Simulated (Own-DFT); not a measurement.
## Calculated data, AlN (wurtzite, strained, atoms displaced), InP (zincblende, atoms displaced)

Computed with Own-DFT development build. A calculation, not a measurement: plane-wave PBE density functional theory by an unreviewed code, no spin, of a simulated periodic cell, stress positive in tension, free energy of the whole cell less one offset for each atom, forces on such cells moved up to 12 meV/angstrom on a denser k mesh; offsets are fitted by least squares, one for each functional and potential file, so energies compare only between cells with the same atoms and settings and are not formation energies; the far tail of each file's local potential was reset to the Coulomb form; each entry is a single point on an unrelaxed cell, so the pressure reflects the starting lattice, mostly measured values (interpolated for alloys), from which strain is counted, and rises with the displacements; printed positions are rounded, which can move forces by about a meV/angstrom; the program, named Own-DFT, is a retired in-house code; no spin-orbit coupling; before rounding, a Quantum ESPRESSO 7.3.1 run of the same cell and cutoff gave forces within 1 meV/angstrom rms on each cell, which checks the program and not the settings.

Settings shared by all entries: functional PBE; potential files PseudoDojo norm-conserving, scalar-relativistic, standard set; occupations Fermi-Dirac; smearing width 0.1 eV.

(1) AlN (wurtzite, strained, atoms displaced)

```
CELL_PARAMETERS angstrom
9.14930 0.00000 0.00000
-4.57460 7.92350 0.00000
0.00000 0.00000 9.96400
ATOMIC_POSITIONS crystal
Al 0.11835 0.21502 0.99664
Al 0.21641 0.10139 0.25510
N 0.11315 0.23652 0.19810
N 0.22288 0.10719 0.43880
Al 0.10548 0.21456 0.49231
Al 0.22316 0.11458 0.74368
N 0.11420 0.22920 0.69198
N 0.22252 0.10615 0.93209
Al 0.11368 0.55799 0.00326
Al 0.21810 0.44023 0.24729
N 0.10652 0.53736 0.19013
N 0.21482 0.43724 0.43499
Al 0.10151 0.55015 0.51141
Al 0.21511 0.43897 0.75772
N 0.10822 0.56305 0.68499
N 0.22563 0.44007 0.93080
Al 0.11510 0.88822 0.99576
Al 0.20815 0.77211 0.25095
N 0.11323 0.87856 0.18303
N 0.22852 0.76467 0.43795
Al 0.11122 0.89638 0.49342
Al 0.21442 0.77558 0.75857
N 0.10576 0.88519 0.69780
N 0.22417 0.76767 0.94450
Al 0.45119 0.22851 0.00156
Al 0.55337 0.11558 0.25229
N 0.43799 0.21957 0.19181
N 0.55237 0.10430 0.43588
Al 0.44026 0.22426 0.49781
Al 0.55636 0.11525 0.75125
N 0.43662 0.21372 0.68630
N 0.55307 0.11625 0.94059
Al 0.43948 0.55228 0.00229
Al 0.55604 0.45094 0.25605
N 0.44732 0.55688 0.18492
N 0.55499 0.43625 0.44852
Al 0.44161 0.55381 0.50618
Al 0.55394 0.44319 0.74908
N 0.44563 0.55333 0.69349
N 0.56253 0.45193 0.94555
Al 0.43861 0.89585 0.00095
Al 0.55970 0.76828 0.25700
N 0.44768 0.88847 0.19381
N 0.55002 0.77781 0.44617
Al 0.43336 0.88718 0.50261
Al 0.54477 0.77543 0.74918
N 0.44214 0.87779 0.69281
N 0.55645 0.78829 0.94594
Al 0.77741 0.22048 0.99665
Al 0.87443 0.10006 0.25231
N 0.77147 0.21839 0.18896
N 0.87938 0.11110 0.43878
Al 0.78404 0.22737 0.50996
Al 0.89890 0.11910 0.75762
N 0.77176 0.21155 0.68085
N 0.88936 0.10792 0.95228
Al 0.76699 0.54364 0.99684
Al 0.89745 0.45461 0.24752
N 0.77701 0.55324 0.19224
N 0.88476 0.45168 0.43578
Al 0.77346 0.54872 0.49541
Al 0.87526 0.44089 0.75186
N 0.78124 0.56529 0.69129
N 0.89133 0.44189 0.93828
Al 0.78282 0.89179 0.00053
Al 0.88741 0.77771 0.25926
N 0.78245 0.88856 0.18956
N 0.89430 0.78369 0.44574
Al 0.77446 0.89206 0.49707
Al 0.87557 0.76744 0.75859
N 0.79304 0.90083 0.69295
N 0.89446 0.78739 0.94183
```

```
wave cutoff                       : 42 hartree
k mesh                            : 3 x 3 x 2 centred on Gamma
free energy of cell above offsets : -27.172 eV
pressure                          : 15.2 GPa
stress xx                         : -17.15 GPa
stress yy                         : -17.67 GPa
stress zz                         : -10.78 GPa
stress yz                         : -0.12 GPa
stress xz                         : -1.29 GPa
stress xy                         : 0.42 GPa
```

Force:
```
element  x (eV/Å)  y (eV/Å)  z (eV/Å)
     Al    -1.443     0.958     1.637
     Al    -0.451     1.214    -1.892
      N     0.992     -5.86    -1.996
      N    -0.816     0.874    -0.027
     Al    -0.635      0.97     0.757
     Al    -0.774    -1.631     0.748
      N     0.067    -0.874    -1.406
      N     1.125     0.803     0.813
     Al     0.572    -2.249     0.107
     Al     1.595      2.38      1.88
      N    -0.988      3.28    -1.298
      N       0.5     0.639     1.401
     Al     1.026      0.21    -3.297
     Al     0.091     2.062    -3.104
      N     0.091    -2.018      3.35
      N    -0.858    -0.052     3.351
     Al    -0.192     -0.44    -0.025
     Al     4.519    -1.028     0.494
      N     -2.77     1.578     0.731
      N    -3.716     0.477     -0.31
     Al      2.09    -2.743     2.861
     Al     0.806     0.444     -1.21
      N    -0.036     0.566      -1.3
      N    -1.512     1.454    -0.688
     Al    -1.452    -0.488     0.587
     Al     0.706    -1.215    -0.363
      N    -0.284     0.937    -0.123
      N    -0.472     1.488     1.792
     Al     1.872    -2.131     0.404
     Al    -0.162    -2.034    -0.444
      N     1.072     1.732     0.048
      N     0.741     0.087    -1.004
     Al     0.372     1.921    -0.852
     Al     0.334    -1.654    -0.551
      N    -0.368    -0.787      1.35
      N    -1.559     2.148    -1.476
     Al    -0.763     -0.27    -0.445
     Al     0.091    -0.209      0.27
      N    -0.894    -0.244    -0.058
      N    -2.371    -1.882    -2.051
     Al     2.176     -0.49     1.542
     Al    -2.059     1.816    -0.859
      N    -0.849    -0.487    -0.301
      N     1.145    -0.832    -0.447
     Al     1.837     0.596     0.276
     Al     3.442     0.173     1.569
      N    -3.041      2.38    -0.482
      N     0.384    -1.299     -0.92
     Al     0.048    -0.241     1.863
     Al     0.319     2.585    -0.656
      N     0.175     1.101    -0.306
      N     1.301    -0.064     0.002
     Al    -1.653    -0.409    -4.479
     Al    -0.683    -1.426    -0.102
      N     0.059     1.646     4.366
      N     0.344     1.719    -1.972
     Al     2.895     3.251     1.808
     Al    -1.018    -3.033     0.484
      N    -0.486     0.737    -0.287
      N     1.785    -1.428     0.591
     Al    -0.258      2.17     1.602
     Al     1.775     0.379    -0.731
      N    -0.614    -3.321     -0.95
      N    -0.633     0.235    -0.137
     Al    -1.242    -1.323     0.474
     Al     0.624     -0.26    -1.697
      N    -0.013    -1.109     0.689
      N    -1.307    -1.125     -1.03
     Al     0.133     -0.25     2.019
     Al     0.792     3.543    -0.551
      N    -1.807    -1.245     -0.45
      N     0.282    -2.403     0.408
```

(2) AlN (wurtzite, strained, atoms displaced)

```
CELL_PARAMETERS angstrom
9.52270 0.00000 0.00000
-4.76140 8.24690 0.00000
0.00000 0.00000 9.96400
ATOMIC_POSITIONS crystal
Al 0.11329 0.23010 0.00170
Al 0.22606 0.11188 0.24975
N 0.10688 0.22170 0.19848
N 0.22400 0.11829 0.44348
Al 0.10787 0.22873 0.49047
Al 0.22222 0.10127 0.75145
N 0.11165 0.22570 0.68645
N 0.23021 0.11972 0.93908
Al 0.10966 0.55256 0.00347
Al 0.22319 0.44642 0.24299
N 0.10842 0.56738 0.18794
N 0.23231 0.45005 0.44204
Al 0.10468 0.55376 0.50415
Al 0.22122 0.43987 0.75148
N 0.11874 0.55889 0.68573
N 0.20708 0.43635 0.94353
Al 0.10576 0.89065 0.99638
Al 0.22481 0.78090 0.24101
N 0.11427 0.89230 0.18948
N 0.21965 0.77262 0.44671
Al 0.11189 0.89659 0.50293
Al 0.21926 0.78540 0.74974
N 0.12147 0.89271 0.68960
N 0.22757 0.77479 0.93787
Al 0.44658 0.21638 0.99853
Al 0.56109 0.11008 0.25047
N 0.43919 0.21701 0.19543
N 0.55685 0.11626 0.44257
Al 0.45324 0.22174 0.50616
Al 0.55887 0.11005 0.75519
N 0.45308 0.22862 0.69120
N 0.56206 0.11904 0.94923
Al 0.45235 0.55490 0.00170
Al 0.55925 0.45165 0.24828
N 0.43301 0.55283 0.19681
N 0.55073 0.44338 0.43809
Al 0.44286 0.56284 0.51000
Al 0.54608 0.44528 0.75532
N 0.45432 0.56370 0.69397
N 0.55006 0.44399 0.94218
Al 0.43171 0.88432 0.99903
Al 0.54781 0.77921 0.24762
N 0.43671 0.88694 0.19756
N 0.56007 0.77806 0.44599
Al 0.44998 0.90076 0.50302
Al 0.55734 0.77661 0.75030
N 0.43736 0.88635 0.69160
N 0.55877 0.77599 0.93512
Al 0.78463 0.23240 0.99522
Al 0.89086 0.10241 0.24314
N 0.78944 0.22543 0.19585
N 0.88548 0.10559 0.44429
Al 0.77622 0.22665 0.49855
Al 0.89297 0.11277 0.75001
N 0.77617 0.21498 0.68197
N 0.89363 0.11997 0.93762
Al 0.78366 0.56391 0.00007
Al 0.88724 0.44675 0.25009
N 0.77662 0.55538 0.19528
N 0.89358 0.43798 0.45247
Al 0.77180 0.55083 0.49060
Al 0.88381 0.44382 0.74624
N 0.77441 0.55118 0.69476
N 0.88261 0.44348 0.95451
Al 0.77754 0.88255 0.00069
Al 0.89052 0.78566 0.25079
N 0.78778 0.89294 0.18123
N 0.88243 0.78037 0.44185
Al 0.77970 0.89291 0.50194
Al 0.88025 0.78029 0.75195
N 0.77880 0.89197 0.69863
N 0.88022 0.76591 0.93564
```

```
wave cutoff                       : 42 hartree
k mesh                            : 3 x 3 x 2 centred on Gamma
free energy of cell above offsets : -30.629 eV
pressure                          : -2.41 GPa
stress xx                         : 4.97 GPa
stress yy                         : 3.42 GPa
stress zz                         : -1.16 GPa
stress yz                         : 0.21 GPa
stress xz                         : -0.22 GPa
stress xy                         : -0.16 GPa
```

Force:
```
element  x (eV/Å)  y (eV/Å)  z (eV/Å)
     Al     0.125    -1.702      0.23
     Al    -0.613     0.193     0.805
      N     1.173     0.296    -1.193
      N     0.468    -0.707    -0.062
     Al     0.966    -0.192     0.809
     Al    -0.524     2.562     -1.02
      N     0.708     -0.73      0.48
      N    -0.796      -1.3     0.501
     Al    -0.688     0.343    -0.942
     Al    -1.613    -0.349     1.845
      N     0.856    -1.463     0.675
      N    -1.667    -0.112    -0.533
     Al     2.007     0.778    -0.973
     Al      -0.5     0.688    -0.518
      N    -0.985    -0.342     2.468
      N     1.661     1.823    -0.164
     Al     0.839     0.038     0.182
     Al    -1.456    -0.347     2.494
      N    -0.715    -0.206    -0.432
      N      -0.4     1.374    -1.025
     Al     0.492    -0.599    -1.284
     Al     1.903    -2.034    -0.618
      N    -2.491    -0.394     0.742
      N    -2.332    -0.114     0.442
     Al    -0.905     1.326     1.066
     Al    -0.613     0.823    -0.198
      N     1.305     1.003    -0.967
      N     0.701    -0.429    -0.506
     Al    -2.116     0.908    -1.206
     Al      -0.1     0.141    -0.721
      N    -0.381    -0.961     1.293
      N     0.354     -1.55    -0.853
     Al     -2.03     0.295      0.05
     Al    -0.928    -1.444     0.556
      N      2.18     1.394    -1.675
      N     0.461     0.227     0.654
     Al     0.828    -0.728    -1.806
     Al     1.838    -0.168    -0.875
      N    -1.226    -1.043     0.675
      N     1.208     -0.31      0.81
     Al     2.548     1.091     0.213
     Al     1.058     -0.46     1.022
      N     1.565      0.89    -1.464
      N    -0.824     0.955    -0.659
     Al    -0.268    -1.848    -0.398
     Al    -0.848      0.95      -0.5
      N     1.062     0.906     0.808
      N    -0.718     0.069     2.047
     Al     0.357    -1.752     1.508
     Al    -1.026     1.385     1.465
      N     -1.07    -0.548    -0.501
      N    -0.354     0.747    -1.092
     Al     1.039    -1.657    -0.418
     Al    -0.132     0.529    -0.667
      N    -0.353     0.612      2.37
      N     0.171     -1.07     0.889
     Al    -0.611     -2.43     0.508
     Al     0.904    -0.271     0.387
      N    -0.142     0.989    -0.337
      N    -1.959     1.257    -2.105
     Al     0.095      0.47     1.353
     Al     1.026    -0.141     0.127
      N    -0.668     0.873    -0.545
      N     0.612      1.46     -2.05
     Al    -0.735     1.206    -1.954
     Al     0.863    -0.766     0.307
      N    -1.373    -1.232     1.336
      N     1.192    -0.235     0.082
     Al    -0.329     -0.37     0.411
     Al     1.456    -1.162    -1.483
      N    -0.109     0.017    -0.814
      N     0.571     2.551     0.948
```

(3) InP (zincblende, atoms displaced)

```
CELL_PARAMETERS angstrom
11.73740 0.00000 0.00000
0.00000 11.73740 0.00000
0.00000 0.00000 11.73740
ATOMIC_POSITIONS crystal
In 0.98035 0.01304 0.98673
In 0.98190 0.24237 0.22745
In 0.24632 0.00974 0.25017
In 0.23999 0.24209 0.99714
P 0.11925 0.12131 0.13934
P 0.13522 0.37634 0.38086
P 0.38917 0.11244 0.36465
P 0.37790 0.39968 0.12359
In 0.01273 0.98207 0.48461
In 0.00399 0.25918 0.76574
In 0.23534 0.99453 0.73629
In 0.26243 0.23702 0.49183
P 0.12772 0.14489 0.63804
P 0.12371 0.38911 0.88923
P 0.36772 0.12948 0.85980
P 0.37386 0.36281 0.61916
In 0.00592 0.50754 0.00030
In 0.99869 0.73611 0.24298
In 0.24762 0.51771 0.23796
In 0.25213 0.76721 0.00791
P 0.13021 0.65541 0.12418
P 0.12129 0.86768 0.39620
P 0.36916 0.61429 0.37346
P 0.39844 0.86424 0.13529
In 0.00567 0.49517 0.47807
In 0.97914 0.77597 0.76422
In 0.24929 0.50216 0.75526
In 0.24031 0.74536 0.48324
P 0.12444 0.62541 0.63198
P 0.11894 0.86797 0.87962
P 0.36481 0.64346 0.88713
P 0.37133 0.88388 0.61113
In 0.49042 0.99886 0.01681
In 0.50757 0.27488 0.25717
In 0.73285 0.99506 0.23072
In 0.74843 0.24482 0.97980
P 0.63163 0.13532 0.11753
P 0.63269 0.39263 0.38175
P 0.86897 0.13596 0.37785
P 0.89135 0.39516 0.11957
In 0.47836 0.99884 0.50546
In 0.50242 0.27215 0.74923
In 0.77605 0.99628 0.74225
In 0.74679 0.25563 0.50279
P 0.62223 0.11164 0.61791
P 0.63080 0.38638 0.85583
P 0.88289 0.14116 0.87265
P 0.88152 0.36663 0.62292
In 0.50253 0.50791 0.98994
In 0.49865 0.73607 0.25152
In 0.76285 0.50272 0.25127
In 0.73251 0.74470 0.00226
P 0.62168 0.63178 0.12864
P 0.61495 0.87860 0.36280
P 0.87551 0.61224 0.36760
P 0.88188 0.88830 0.12870
In 0.47981 0.49660 0.51666
In 0.52412 0.74206 0.74070
In 0.75098 0.48504 0.76038
In 0.74125 0.75233 0.49442
P 0.60904 0.63447 0.62551
P 0.64277 0.87861 0.85925
P 0.87262 0.62643 0.88737
P 0.85873 0.89260 0.64083
```

```
wave cutoff                       : 36 hartree
k mesh                            : 3 x 3 x 3 centred on Gamma
free energy of cell above offsets : -18.788 eV
pressure                          : 6.35 GPa
stress xx                         : -6.4 GPa
stress yy                         : -6.42 GPa
stress zz                         : -6.23 GPa
stress yz                         : -0.17 GPa
stress xz                         : 2.22 GPa
stress xy                         : 1.7 GPa
```

Force:
```
element  x (eV/Å)  y (eV/Å)  z (eV/Å)
     In     2.169    -1.702     1.701
     In     0.153     0.792      2.17
     In     0.648    -1.923     0.614
     In     0.839     0.349     0.581
      P    -0.045     -0.01    -2.409
      P     0.609    -1.026    -2.146
      P    -0.446      2.05    -0.814
      P    -0.092    -1.973    -0.449
     In     -4.38     5.133     3.695
     In     0.881     1.368     -1.29
     In     0.493    -0.127     0.673
     In    -0.782    -0.105    -0.286
      P    -0.395    -1.005    -1.464
      P     0.994    -1.137    -0.913
      P     0.458    -0.472     1.037
      P    -1.417     0.438     1.168
     In     0.471     2.084     0.201
     In    -1.559     2.158     1.587
     In    -0.955    -1.033     0.431
     In     0.716     0.969    -0.102
      P     0.324    -2.548    -0.852
      P      1.57    -1.485    -5.734
      P     0.617     0.867     0.515
      P    -2.924     1.188    -0.179
     In     0.057      0.26     2.545
     In     0.261     -2.37    -0.756
     In      0.34     0.285    -0.248
     In     2.176    -1.857     2.725
      P    -0.982     0.525     -0.56
      P     0.442     2.078     0.208
      P     1.467    -0.994    -1.802
      P    -1.844    -3.349     2.355
     In     1.067     1.345    -2.437
     In    -0.317    -0.535    -0.722
     In     1.162      0.46     1.363
     In    -0.623     1.682     1.253
      P    -1.303      0.74     0.037
      P    -0.474      0.06      0.44
      P     0.333    -1.567    -0.767
      P    -2.017    -1.596     0.064
     In     3.121     0.917    -1.193
     In    -0.028    -2.807    -0.509
     In    -6.875     8.263     6.752
     In    -0.486    -0.683     0.318
      P     0.324     1.263     0.893
      P    -3.062    -2.417      4.37
      P     -1.22    -0.842    -1.194
      P    -0.028     1.185     0.313
     In     -0.01     0.412     0.143
     In     0.225    -0.492     1.956
     In    -2.003    -0.934    -1.739
     In     1.441     1.411    -0.403
      P     0.596    -2.083    -0.035
      P     0.043    -0.226     1.052
      P     0.573     2.682     1.677
      P    -0.479    -1.301    -0.437
     In     1.468     1.133    -1.364
     In    -4.366     4.578     4.374
     In     4.173     3.793    -3.697
     In     0.134     0.218    -0.116
      P     3.885    -4.746    -4.012
      P    -1.304     0.336      1.46
      P    -0.446     0.084    -0.872
      P      6.63    -7.763     -9.17
```
